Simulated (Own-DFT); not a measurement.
## Calculated data, Si3N4 (beta silicon nitride, strained, atoms displaced)

A calculation, not a measurement: plane-wave PBE density functional theory by an unreviewed code, no spin, of a simulated periodic cell, stress positive in tension, free energy of the whole cell less one offset for each atom, forces on such cells passed a denser k mesh, this cell's mesh not checked; offsets are fitted by least squares, one for each functional and potential file, so energies compare only between cells with the same atoms and settings and are not formation energies; the far tail of each file's local potential was reset to the Coulomb form; each entry is a single point on an unrelaxed cell, so the pressure reflects the starting lattice, mostly measured values (interpolated for alloys), from which strain is counted, and rises with the displacements; printed positions are rounded, which can move forces by about a meV/angstrom; the program, named Own-DFT, is a retired in-house code; no spin-orbit coupling; before rounding, a Quantum ESPRESSO 7.3.1 run of the same cell and cutoff gave forces within 1 meV/angstrom rms on each cell, which checks the program and not the settings. Program: Own-DFT development build.

Common to all runs: functional PBE; potential files PseudoDojo norm-conserving, scalar-relativistic, standard set; wave cutoff 42 hartree; occupations Fermi-Dirac; smearing width 0.1 eV; k mesh 3 x 3 x 3 centred on Gamma.

```yaml
- entry: 1
  formula: Si3N4
  kind: "beta silicon nitride, strained, atoms displaced"
  structure:
    cell_angstrom:
      - [7.618, -0.0141, 0.0268]
      - [-3.8212, 6.4812, -0.1369]
      - [0.0307, -0.1636, 8.591]
    atoms_fractional:
      - [Si, 0.15421, 0.75707, 0.08355]
      - [Si, 0.22336, 0.40158, 0.09342]
      - [Si, 0.59846, 0.83141, 0.08853]
      - [Si, 0.82862, 0.22471, 0.24454]
      - [Si, 0.78049, 0.60316, 0.26093]
      - [Si, 0.40281, 0.15619, 0.24566]
      - ["N", 0.32858, 0.03759, 0.07523]
      - ["N", 0.96519, 0.29118, 0.08846]
      - ["N", 0.69127, 0.66324, 0.08526]
      - ["N", 0.6781, 0.97041, 0.24125]
      - ["N", 0.0396, 0.71329, 0.25552]
      - ["N", 0.29774, 0.32016, 0.26256]
      - ["N", 0.3417, 0.67689, 0.08076]
      - ["N", 0.66878, 0.33817, 0.25561]
      - [Si, 0.1795, 0.78006, 0.42651]
      - [Si, 0.22671, 0.39543, 0.41344]
      - [Si, 0.60266, 0.83115, 0.41545]
      - [Si, 0.82464, 0.23252, 0.58233]
      - [Si, 0.76098, 0.57384, 0.58701]
      - [Si, 0.41295, 0.1754, 0.58672]
      - ["N", 0.3351, 0.02258, 0.409]
      - ["N", 0.98336, 0.32329, 0.41699]
      - ["N", 0.70473, 0.67789, 0.42555]
      - ["N", 0.66706, 0.96612, 0.58192]
      - ["N", 0.02602, 0.6891, 0.58457]
      - ["N", 0.29129, 0.32732, 0.58263]
      - ["N", 0.32951, 0.66487, 0.42658]
      - ["N", 0.65673, 0.33036, 0.58977]
      - [Si, 0.16194, 0.76192, 0.74941]
      - [Si, 0.22149, 0.39147, 0.75787]
      - [Si, 0.59758, 0.81965, 0.74879]
      - [Si, 0.81883, 0.23665, 0.91967]
      - [Si, 0.77661, 0.60391, 0.91398]
      - [Si, 0.40435, 0.1756, 0.92799]
      - ["N", 0.33166, 0.02806, 0.74119]
      - ["N", 0.95291, 0.29021, 0.75122]
      - ["N", 0.69908, 0.67596, 0.74925]
      - ["N", 0.67391, 0.9741, 0.91896]
      - ["N", 0.03265, 0.69306, 0.91064]
      - ["N", 0.29321, 0.32773, 0.92007]
      - ["N", 0.33752, 0.68225, 0.75346]
      - ["N", 0.67576, 0.3447, 0.92332]
  results:
    "free_energy_of_cell_above_offsets [eV]": "-1.693"
    "pressure [GPa]": 16.83
    "stress_xx [GPa]": -10.65
    "stress_yy [GPa]": -17.51
    "stress_zz [GPa]": -22.34
    "stress_yz [GPa]": -4.23
    "stress_xz [GPa]": 2.29
    "stress_xy [GPa]": -2.0
    force_element: [Si, Si, Si, Si, Si, Si, "N", "N", "N", "N", "N", "N", "N", "N", Si, Si, Si, Si, Si, Si, "N", "N", "N", "N", "N", "N", "N", "N", Si, Si, Si, Si, Si, Si, "N", "N", "N", "N", "N", "N", "N", "N"]
    "force_x [eV/angstrom]": [4.398, 1.738, 0.081, -2.21, -1.816, -0.039, -0.276, 1.115, 1.391, -0.043, -1.368, 1.17, -2.602, 1.079, 1.795, -0.032, -2.31, 0.047, -1.429, -3.939, 0.383, -3.817, 1.336, 0.248, -1.839, 1.695, 1.205, 3.586, 4.202, -1.438, -3.549, 1.219, -2.052, 0.8, -0.627, 2.279, 3.402, 0.035, -2.254, 0.652, 0.045, -2.261]
    "force_y [eV/angstrom]": [1.759, 1.675, -3.004, 2.61, -0.884, 4.205, -5.005, 1.528, 0.518, 1.244, -0.73, -1.067, -2.11, -1.718, -4.486, 3.446, -2.159, -0.4, 5.773, -1.258, 3.418, -3.025, -0.882, 2.271, -0.459, -1.348, 0.827, -1.813, 1.817, 2.832, 2.288, -1.264, -0.302, 2.49, 0.196, 1.565, -2.286, -0.482, -0.486, -0.78, -3.535, -0.98]
    "force_z [eV/angstrom]": [-0.213, -0.039, -5.532, 3.69, -1.941, 1.968, 2.131, -2.179, 0.655, 5.761, -0.308, -4.643, 0.864, -0.144, -0.559, 3.888, -0.664, -0.972, -0.973, -1.383, 1.778, -0.125, -0.248, 0.956, -0.593, 0.859, -1.181, -0.227, -1.141, -1.951, 0.269, -0.249, 0.978, -5.919, 2.765, 0.876, 0.473, 0.458, 1.735, 1.106, 0.212, -0.239]
- entry: 2
  formula: Si3N4
  kind: "beta silicon nitride, strained, atoms displaced"
  structure:
    cell_angstrom:
      - [7.5586, -0.0467, 0.0932]
      - [-3.8198, 6.4876, -0.0544]
      - [0.107, -0.0103, 8.5934]
    atoms_fractional:
      - [Si, 0.17614, 0.76574, 0.08334]
      - [Si, 0.22379, 0.39543, 0.08323]
      - [Si, 0.59454, 0.81773, 0.07878]
      - [Si, 0.83928, 0.23597, 0.25984]
      - [Si, 0.7572, 0.59515, 0.25275]
      - [Si, 0.4036, 0.16304, 0.24986]
      - ["N", 0.33524, 0.03187, 0.08613]
      - ["N", 0.96709, 0.30279, 0.09035]
      - ["N", 0.69476, 0.66781, 0.09081]
      - ["N", 0.66432, 0.96819, 0.24084]
      - ["N", 0.03479, 0.69808, 0.25594]
      - ["N", 0.29347, 0.32642, 0.25702]
      - ["N", 0.33584, 0.66988, 0.08325]
      - ["N", 0.66994, 0.34466, 0.24727]
      - [Si, 0.17691, 0.77191, 0.4135]
      - [Si, 0.2329, 0.3987, 0.41265]
      - [Si, 0.58598, 0.82461, 0.41617]
      - [Si, 0.84253, 0.23928, 0.5929]
      - [Si, 0.77681, 0.59674, 0.5758]
      - [Si, 0.39373, 0.17005, 0.58786]
      - ["N", 0.318, 0.0332, 0.43291]
      - ["N", 0.95978, 0.30534, 0.41507]
      - ["N", 0.6954, 0.66075, 0.42684]
      - ["N", 0.66165, 0.95979, 0.57695]
      - ["N", 0.03863, 0.69759, 0.58997]
      - ["N", 0.30609, 0.3404, 0.58189]
      - ["N", 0.32292, 0.66035, 0.42785]
      - ["N", 0.66576, 0.34134, 0.58167]
      - [Si, 0.16792, 0.75795, 0.749]
      - [Si, 0.23122, 0.40128, 0.75512]
      - [Si, 0.60299, 0.8222, 0.75203]
      - [Si, 0.83615, 0.23846, 0.91997]
      - [Si, 0.77725, 0.59875, 0.90861]
      - [Si, 0.41263, 0.1839, 0.93018]
      - ["N", 0.33987, 0.03082, 0.74478]
      - ["N", 0.97561, 0.28679, 0.74663]
      - ["N", 0.69348, 0.65124, 0.75483]
      - ["N", 0.66735, 0.97265, 0.9133]
      - ["N", 0.03267, 0.68568, 0.9227]
      - ["N", 0.3041, 0.3386, 0.92168]
      - ["N", 0.32692, 0.67596, 0.74818]
      - ["N", 0.65993, 0.32342, 0.92428]
  results:
    "free_energy_of_cell_above_offsets [eV]": "-1.137"
    "pressure [GPa]": 19.58
    "stress_xx [GPa]": -15.66
    "stress_yy [GPa]": -15.11
    "stress_zz [GPa]": -27.97
    "stress_yz [GPa]": -3.34
    "stress_xz [GPa]": -0.15
    "stress_xy [GPa]": -1.82
    force_element: [Si, Si, Si, Si, Si, Si, "N", "N", "N", "N", "N", "N", "N", "N", Si, Si, Si, Si, Si, Si, "N", "N", "N", "N", "N", "N", "N", "N", Si, Si, Si, Si, Si, Si, "N", "N", "N", "N", "N", "N", "N", "N"]
    "force_x [eV/angstrom]": [0.434, -0.18, -1.27, -5.958, 2.402, 0.363, -0.879, 1.364, 1.439, 0.258, -2.069, 2.235, -0.089, 0.778, 0.503, -2.967, 0.63, -5.775, 0.771, 2.033, 0.415, 4.533, -2.7, 1.279, -2.779, -0.289, 1.132, 2.097, 0.488, 1.083, -2.379, -2.322, -0.064, -1.186, -1.376, 0.055, -1.611, 1.19, -1.253, 1.231, 5.136, 3.297]
    "force_y [eV/angstrom]": [-0.215, 2.757, 1.81, -1.818, 0.445, 2.978, -1.998, 0.24, -0.265, 0.687, -0.227, -1.93, -2.03, -3.63, -0.731, 2.102, -1.333, -2.159, -0.824, 3.788, -1.618, 1.386, 2.533, 3.12, -1.007, -0.788, 0.329, -2.77, 3.63, 3.222, -0.322, -1.258, -2.505, -2.35, -0.865, 0.388, 2.261, -0.126, 0.138, -1.494, -3.251, 3.7]
    "force_z [eV/angstrom]": [1.269, 2.724, -0.153, -3.51, 0.713, 3.215, -0.412, -1.824, -2.677, 2.435, -1.784, -4.672, 0.053, 0.306, 2.317, 3.898, -1.436, -3.761, 2.866, 1.382, -5.594, 3.944, -2.886, 2.987, -2.515, 0.665, -1.363, 0.619, 1.341, -1.621, -1.527, 0.268, 4.364, -4.219, 4.294, 3.433, -2.132, 0.824, -1.017, -1.119, 0.911, -0.607]
- entry: 3
  formula: Si3N4
  kind: "beta silicon nitride, strained, atoms displaced"
  structure:
    cell_angstrom:
      - [7.6526, 0.0294, -0.0422]
      - [-3.8009, 6.6348, 0.0882]
      - [-0.0484, 0.0889, 8.5978]
    atoms_fractional:
      - [Si, 0.16646, 0.77071, 0.08552]
      - [Si, 0.22294, 0.40178, 0.0826]
      - [Si, 0.5926, 0.82358, 0.08873]
      - [Si, 0.84248, 0.23215, 0.24822]
      - [Si, 0.77147, 0.58843, 0.24949]
      - [Si, 0.40371, 0.17538, 0.25408]
      - ["N", 0.32972, 0.02098, 0.07675]
      - ["N", 0.96486, 0.28739, 0.08187]
      - ["N", 0.6946, 0.66694, 0.08068]
      - ["N", 0.66421, 0.97126, 0.24928]
      - ["N", 0.03961, 0.7059, 0.24775]
      - ["N", 0.31671, 0.33617, 0.25179]
      - ["N", 0.33571, 0.66586, 0.08199]
      - ["N", 0.66577, 0.34053, 0.25034]
      - [Si, 0.17875, 0.77904, 0.41031]
      - [Si, 0.22783, 0.4085, 0.41966]
      - [Si, 0.58655, 0.83738, 0.41183]
      - [Si, 0.81268, 0.22748, 0.58819]
      - [Si, 0.77716, 0.59922, 0.58912]
      - [Si, 0.41187, 0.1795, 0.58403]
      - ["N", 0.32648, 0.03064, 0.42435]
      - ["N", 0.97206, 0.30487, 0.41341]
      - ["N", 0.70102, 0.67665, 0.41225]
      - ["N", 0.65749, 0.97475, 0.58401]
      - ["N", 0.03121, 0.69891, 0.59486]
      - ["N", 0.30381, 0.32662, 0.58075]
      - ["N", 0.34491, 0.67152, 0.41241]
      - ["N", 0.65344, 0.32038, 0.57955]
      - [Si, 0.1709, 0.76452, 0.75439]
      - [Si, 0.22467, 0.40468, 0.75316]
      - [Si, 0.60181, 0.83685, 0.7492]
      - [Si, 0.84774, 0.24629, 0.91414]
      - [Si, 0.76881, 0.59409, 0.91926]
      - [Si, 0.40238, 0.17111, 0.9147]
      - ["N", 0.32836, 0.03402, 0.74186]
      - ["N", 0.97298, 0.31472, 0.75558]
      - ["N", 0.69946, 0.66172, 0.74967]
      - ["N", 0.67068, 0.97846, 0.91131]
      - ["N", 0.03082, 0.69556, 0.91326]
      - ["N", 0.30747, 0.32951, 0.91384]
      - ["N", 0.33247, 0.66907, 0.738]
      - ["N", 0.6704, 0.33869, 0.92052]
  results:
    "free_energy_of_cell_above_offsets [eV]": "-3.479"
    "pressure [GPa]": 7.9
    "stress_xx [GPa]": -4.14
    "stress_yy [GPa]": -3.41
    "stress_zz [GPa]": -16.15
    "stress_yz [GPa]": 3.79
    "stress_xz [GPa]": -0.95
    "stress_xy [GPa]": -1.79
    force_element: [Si, Si, Si, Si, Si, Si, "N", "N", "N", "N", "N", "N", "N", "N", Si, Si, Si, Si, Si, Si, "N", "N", "N", "N", "N", "N", "N", "N", Si, Si, Si, Si, Si, Si, "N", "N", "N", "N", "N", "N", "N", "N"]
    "force_x [eV/angstrom]": [3.294, 3.249, -0.37, -4.963, -1.89, 1.971, -0.44, 2.611, 0.86, 0.483, -2.604, -3.741, -1.714, 2.543, 1.2, 2.515, 3.032, 1.045, -1.442, -2.16, 0.219, -0.031, 0.901, 1.05, -0.286, -2.52, -3.74, 2.759, 2.252, 2.795, -0.605, -6.26, -0.102, 2.176, -0.063, 0.892, -1.918, 0.738, -1.199, -2.439, 1.089, 0.813]
    "force_y [eV/angstrom]": [-0.209, 1.257, 0.194, -1.06, 2.035, -0.551, 1.629, 1.465, 0.579, 2.366, -1.51, 0.84, -0.684, -2.927, -1.472, 0.614, -1.832, 1.232, -1.181, -1.257, 0.03, -0.182, 0.192, 0.209, -0.338, 1.224, -1.061, 4.222, 2.244, 1.514, -3.125, -3.159, -0.552, 0.382, -1.848, -0.207, 1.921, 0.228, -0.374, 0.708, -0.3, -1.252]
    "force_z [eV/angstrom]": [-2.787, 0.16, -2.335, 0.746, 0.747, -1.375, 2.268, 0.469, 0.75, -1.226, 1.218, -0.305, -0.005, -0.028, 3.355, -0.699, 2.164, -0.945, -2.426, -0.333, -1.824, 1.987, 1.008, -1.317, -3.778, 1.196, -0.006, 0.28, -0.994, -2.042, 0.721, 1.322, -0.296, -1.069, 3.018, -3.908, 0.315, 1.378, 2.53, 1.201, 1.086, -0.221]
- entry: 4
  formula: Si3N4
  kind: "beta silicon nitride, strained, atoms displaced"
  structure:
    cell_angstrom:
      - [7.6511, 0.1345, -0.0216]
      - [-3.7091, 6.4423, 0.0719]
      - [-0.0248, 0.0809, 8.7145]
    atoms_fractional:
      - [Si, 0.17693, 0.76407, 0.07987]
      - [Si, 0.22764, 0.40288, 0.07201]
      - [Si, 0.59193, 0.81677, 0.07932]
      - [Si, 0.82176, 0.23097, 0.25476]
      - [Si, 0.77011, 0.59346, 0.24971]
      - [Si, 0.40467, 0.17273, 0.24074]
      - ["N", 0.33703, 0.04231, 0.08997]
      - ["N", 0.95633, 0.29523, 0.07924]
      - ["N", 0.70175, 0.67645, 0.08521]
      - ["N", 0.68202, 0.97144, 0.25537]
      - ["N", 0.03108, 0.70464, 0.25356]
      - ["N", 0.30296, 0.33798, 0.24089]
      - ["N", 0.32794, 0.66337, 0.08104]
      - ["N", 0.6574, 0.32301, 0.25991]
      - [Si, 0.1624, 0.76481, 0.41936]
      - [Si, 0.21705, 0.40035, 0.41345]
      - [Si, 0.60355, 0.82106, 0.41646]
      - [Si, 0.82385, 0.23083, 0.58134]
      - [Si, 0.77564, 0.60325, 0.5753]
      - [Si, 0.39896, 0.17205, 0.5866]
      - ["N", 0.32496, 0.02691, 0.41424]
      - ["N", 0.95887, 0.30238, 0.42185]
      - ["N", 0.68859, 0.66376, 0.41341]
      - ["N", 0.66854, 0.96874, 0.58414]
      - ["N", 0.02943, 0.69641, 0.5678]
      - ["N", 0.30845, 0.33586, 0.58233]
      - ["N", 0.33537, 0.67045, 0.41873]
      - ["N", 0.66771, 0.32795, 0.58059]
      - [Si, 0.17537, 0.76319, 0.76618]
      - [Si, 0.23408, 0.4036, 0.75642]
      - [Si, 0.60504, 0.82577, 0.74751]
      - [Si, 0.83466, 0.2393, 0.91431]
      - [Si, 0.77876, 0.59646, 0.93282]
      - [Si, 0.39354, 0.16986, 0.9157]
      - ["N", 0.33625, 0.02847, 0.73615]
      - ["N", 0.97159, 0.30648, 0.74871]
      - ["N", 0.6891, 0.65999, 0.75102]
      - ["N", 0.67371, 0.97585, 0.9238]
      - ["N", 0.03468, 0.69891, 0.9103]
      - ["N", 0.30344, 0.33476, 0.91554]
      - ["N", 0.33949, 0.67204, 0.75134]
      - ["N", 0.66913, 0.32551, 0.90786]
  results:
    "free_energy_of_cell_above_offsets [eV]": "-1.770"
    "pressure [GPa]": 10.9
    "stress_xx [GPa]": -9.89
    "stress_yy [GPa]": -10.08
    "stress_zz [GPa]": -12.73
    "stress_yz [GPa]": 5.24
    "stress_xz [GPa]": 0.54
    "stress_xy [GPa]": 9.91
    force_element: [Si, Si, Si, Si, Si, Si, "N", "N", "N", "N", "N", "N", "N", "N", Si, Si, Si, Si, Si, Si, "N", "N", "N", "N", "N", "N", "N", "N", Si, Si, Si, Si, Si, Si, "N", "N", "N", "N", "N", "N", "N", "N"]
    "force_x [eV/angstrom]": [-1.421, -1.974, -2.765, 0.187, 0.077, -0.439, -0.489, 3.001, 2.719, -0.401, -1.039, -0.663, 1.758, 0.167, 4.873, 1.654, -5.534, -0.708, 0.087, 2.684, -0.358, 2.588, 3.657, 0.848, -2.603, -2.391, -0.235, -2.131, 2.527, -1.575, -2.812, -1.201, -1.533, 4.243, -1.134, 1.572, 3.312, 0.234, -2.706, 0.51, 0.294, -2.878]
    "force_y [eV/angstrom]": [1.633, -0.503, 3.299, -0.414, -0.842, 1.856, -4.888, 1.926, -1.983, -1.504, -0.816, -0.465, 0.563, 2.28, 2.468, 1.436, 1.943, -0.433, -2.657, 1.712, 1.178, 0.644, -1.985, -0.156, -0.875, 0.496, -0.672, 1.3, 1.573, 1.515, 1.071, -2.131, -2.084, 0.274, -2.305, 0.102, -0.7, -1.442, -0.524, -0.909, -0.822, 1.84]
    "force_z [eV/angstrom]": [2.378, 3.236, 1.854, -0.982, 1.369, 6.194, -5.193, 1.804, 0.294, -1.94, -2.851, 0.695, -0.397, -1.16, -2.853, 0.219, 0.747, 1.939, 2.232, -5.318, -0.08, -2.196, -0.507, -0.865, 6.703, 0.536, -0.446, 0.227, -8.186, -4.601, 1.698, -0.733, -4.606, -1.503, 6.608, -0.124, 0.542, -2.305, 5.194, 0.531, 0.635, 1.211]
- entry: 5
  formula: Si3N4
  kind: "beta silicon nitride, strained, atoms displaced"
  structure:
    cell_angstrom:
      - [7.6986, 0.0497, -0.0921]
      - [-3.8063, 6.6919, 0.0278]
      - [-0.1057, -0.0241, 8.7009]
    atoms_fractional:
      - [Si, 0.17366, 0.76348, 0.0814]
      - [Si, 0.23199, 0.40572, 0.08939]
      - [Si, 0.58596, 0.81743, 0.08104]
      - [Si, 0.80894, 0.22366, 0.25273]
      - [Si, 0.76351, 0.59521, 0.24588]
      - [Si, 0.39435, 0.18789, 0.25156]
      - ["N", 0.33357, 0.03049, 0.07938]
      - ["N", 0.96872, 0.29951, 0.08861]
      - ["N", 0.70298, 0.66456, 0.08841]
      - ["N", 0.66736, 0.96743, 0.24021]
      - ["N", 0.02258, 0.70318, 0.25864]
      - ["N", 0.30557, 0.34082, 0.2461]
      - ["N", 0.33211, 0.66222, 0.087]
      - ["N", 0.66414, 0.33796, 0.25232]
      - [Si, 0.16323, 0.77197, 0.41324]
      - [Si, 0.2301, 0.39156, 0.42255]
      - [Si, 0.5917, 0.8253, 0.42402]
      - [Si, 0.82341, 0.22977, 0.57662]
      - [Si, 0.76442, 0.58259, 0.58629]
      - [Si, 0.40787, 0.17429, 0.59233]
      - ["N", 0.33909, 0.01688, 0.42083]
      - ["N", 0.97002, 0.29912, 0.42159]
      - ["N", 0.69973, 0.66913, 0.41154]
      - ["N", 0.66478, 0.9575, 0.58606]
      - ["N", 0.0229, 0.68919, 0.58534]
      - ["N", 0.29111, 0.32886, 0.59206]
      - ["N", 0.33796, 0.66336, 0.41776]
      - ["N", 0.66181, 0.3342, 0.57818]
      - [Si, 0.17815, 0.7712, 0.75306]
      - [Si, 0.22611, 0.39631, 0.75473]
      - [Si, 0.59584, 0.81262, 0.7594]
      - [Si, 0.8299, 0.23323, 0.92228]
      - [Si, 0.77859, 0.59623, 0.91253]
      - [Si, 0.40529, 0.1781, 0.91633]
      - ["N", 0.32762, 0.03089, 0.74749]
      - ["N", 0.96811, 0.29317, 0.75472]
      - ["N", 0.69591, 0.6665, 0.74423]
      - ["N", 0.66652, 0.97584, 0.91993]
      - ["N", 0.0367, 0.70108, 0.92432]
      - ["N", 0.29869, 0.32708, 0.91776]
      - ["N", 0.34173, 0.66943, 0.7574]
      - ["N", 0.67407, 0.33851, 0.91929]
  results:
    "free_energy_of_cell_above_offsets [eV]": "-4.207"
    "pressure [GPa]": 0.79
    "stress_xx [GPa]": 0.53
    "stress_yy [GPa]": 3.86
    "stress_zz [GPa]": -6.76
    "stress_yz [GPa]": -0.7
    "stress_xz [GPa]": -4.86
    "stress_xy [GPa]": 2.71
    force_element: [Si, Si, Si, Si, Si, Si, "N", "N", "N", "N", "N", "N", "N", "N", Si, Si, Si, Si, Si, Si, "N", "N", "N", "N", "N", "N", "N", "N", Si, Si, Si, Si, Si, Si, "N", "N", "N", "N", "N", "N", "N", "N"]
    "force_x [eV/angstrom]": [0.838, -2.331, 0.809, 1.222, 1.713, 5.39, -0.728, 0.691, -2.251, -0.04, 0.134, -0.707, -0.279, -0.889, 3.354, -2.258, -0.011, -0.161, -0.495, -0.259, -1.456, 0.09, -0.106, 0.253, 0.571, 2.725, -1.953, 0.753, 0.774, -1.762, -2.328, -0.514, -0.964, 1.758, -0.069, -0.421, 2.349, 0.613, -1.543, -0.265, -1.316, -0.934]
    "force_y [eV/angstrom]": [1.782, 0.612, 0.876, 0.476, -0.88, -3.922, 0.03, 0.404, 1.462, 0.006, -0.231, -0.415, -0.213, -1.014, -1.474, 3.789, -1.383, -1.447, 2.212, -0.222, 3.857, -0.514, -0.133, 2.81, 0.757, -1.757, -1.092, -1.807, -0.763, 2.285, 3.091, -0.591, -0.535, -0.423, -0.5, 0.07, -1.309, -1.725, -0.517, 0.33, -1.497, -0.483]
    "force_z [eV/angstrom]": [3.817, -3.019, 0.28, -0.728, 3.363, -0.242, 1.281, 0.848, -4.829, 2.549, -4.0, 3.242, -0.268, 0.02, 2.914, -0.913, -2.879, 2.643, -2.393, -2.649, -0.319, -1.597, 1.548, 1.439, 0.544, -0.744, 0.06, 0.577, -0.647, 0.203, -1.315, -0.892, 1.473, 0.506, 1.872, -0.714, 1.666, -0.39, -3.387, 1.495, 0.108, -0.526]
- entry: 6
  formula: Si3N4
  kind: "beta silicon nitride, strained, atoms displaced"
  structure:
    cell_angstrom:
      - [7.6035, 0.1097, 0.0672]
      - [-3.7068, 6.494, 0.0324]
      - [0.0771, 0.0874, 8.7008]
    atoms_fractional:
      - [Si, 0.18043, 0.75913, 0.08355]
      - [Si, 0.22257, 0.40295, 0.07689]
      - [Si, 0.58445, 0.83002, 0.08369]
      - [Si, 0.81694, 0.22226, 0.26001]
      - [Si, 0.76469, 0.6049, 0.25198]
      - [Si, 0.40494, 0.17738, 0.25583]
      - ["N", 0.33654, 0.02968, 0.07732]
      - ["N", 0.96167, 0.28796, 0.0868]
      - ["N", 0.69927, 0.66351, 0.08109]
      - ["N", 0.66447, 0.95982, 0.25338]
      - ["N", 0.03545, 0.7003, 0.25277]
      - ["N", 0.29034, 0.33146, 0.24311]
      - ["N", 0.33024, 0.66196, 0.08109]
      - ["N", 0.66579, 0.32082, 0.25138]
      - [Si, 0.16219, 0.77138, 0.41688]
      - [Si, 0.23513, 0.40757, 0.42245]
      - [Si, 0.5977, 0.8296, 0.41547]
      - [Si, 0.83125, 0.24376, 0.57709]
      - [Si, 0.77601, 0.59265, 0.58023]
      - [Si, 0.3897, 0.15497, 0.58659]
      - ["N", 0.33945, 0.02782, 0.41842]
      - ["N", 0.96042, 0.29418, 0.41569]
      - ["N", 0.69469, 0.66766, 0.41633]
      - ["N", 0.67193, 0.98303, 0.57313]
      - ["N", 0.03255, 0.69381, 0.58047]
      - ["N", 0.29551, 0.32991, 0.582]
      - ["N", 0.33059, 0.65755, 0.42782]
      - ["N", 0.65279, 0.32213, 0.58224]
      - [Si, 0.16091, 0.75937, 0.73539]
      - [Si, 0.23932, 0.41532, 0.75009]
      - [Si, 0.59904, 0.82421, 0.74806]
      - [Si, 0.83426, 0.2482, 0.9112]
      - [Si, 0.75883, 0.58711, 0.91841]
      - [Si, 0.40987, 0.18244, 0.91738]
      - ["N", 0.32735, 0.02394, 0.74283]
      - ["N", 0.98125, 0.30395, 0.74602]
      - ["N", 0.70634, 0.66763, 0.74631]
      - ["N", 0.67159, 0.9793, 0.92517]
      - ["N", 0.03746, 0.70953, 0.91279]
      - ["N", 0.30647, 0.34294, 0.90887]
      - ["N", 0.32618, 0.64729, 0.75869]
      - ["N", 0.67331, 0.34202, 0.92627]
  results:
    "free_energy_of_cell_above_offsets [eV]": "-2.511"
    "pressure [GPa]": 10.8
    "stress_xx [GPa]": -6.61
    "stress_yy [GPa]": -12.41
    "stress_zz [GPa]": -13.39
    "stress_yz [GPa]": 4.58
    "stress_xz [GPa]": 1.87
    "stress_xy [GPa]": 6.45
    force_element: [Si, Si, Si, Si, Si, Si, "N", "N", "N", "N", "N", "N", "N", "N", Si, Si, Si, Si, Si, Si, "N", "N", "N", "N", "N", "N", "N", "N", Si, Si, Si, Si, Si, Si, "N", "N", "N", "N", "N", "N", "N", "N"]
    "force_x [eV/angstrom]": [-3.648, -0.191, 1.456, 1.429, 2.833, 0.415, -0.3, 0.554, -2.363, -0.059, -2.099, 1.531, 2.068, -3.082, 4.466, -1.618, -2.38, -0.802, -2.179, 0.701, -1.312, 3.093, 1.202, 0.487, -2.866, 1.759, -1.107, 0.607, 3.623, 0.108, -1.858, 1.047, 2.3, 0.637, -0.093, -1.912, -0.419, 0.119, -1.5, 1.497, -0.939, -1.204]
    "force_y [eV/angstrom]": [2.4, -0.937, -0.906, -0.174, -2.654, 0.03, -0.22, 0.863, 1.671, 1.012, -0.433, -0.863, -0.131, 2.867, -0.133, -1.301, -1.629, -1.456, -1.927, 4.346, -0.956, 1.701, -0.076, -2.341, -1.136, -1.668, 3.432, 2.113, 1.175, -5.748, 1.131, -1.915, 3.429, -1.28, -1.462, -0.549, 0.587, -0.483, -1.458, -1.542, 9.374, -2.752]
    "force_z [eV/angstrom]": [-1.443, 0.637, 0.39, -2.424, -1.447, -2.584, 2.059, -0.845, 1.154, -1.889, -0.687, 1.71, 0.266, 0.288, -1.829, -2.468, 2.224, 2.777, 0.075, -2.508, -0.205, -0.833, 1.375, 2.299, -1.077, 0.757, -0.587, 0.418, 5.619, -2.03, 0.352, 1.605, -0.737, -1.013, 3.632, -0.508, 0.195, -3.249, 0.527, 1.902, -0.802, -1.096]
```
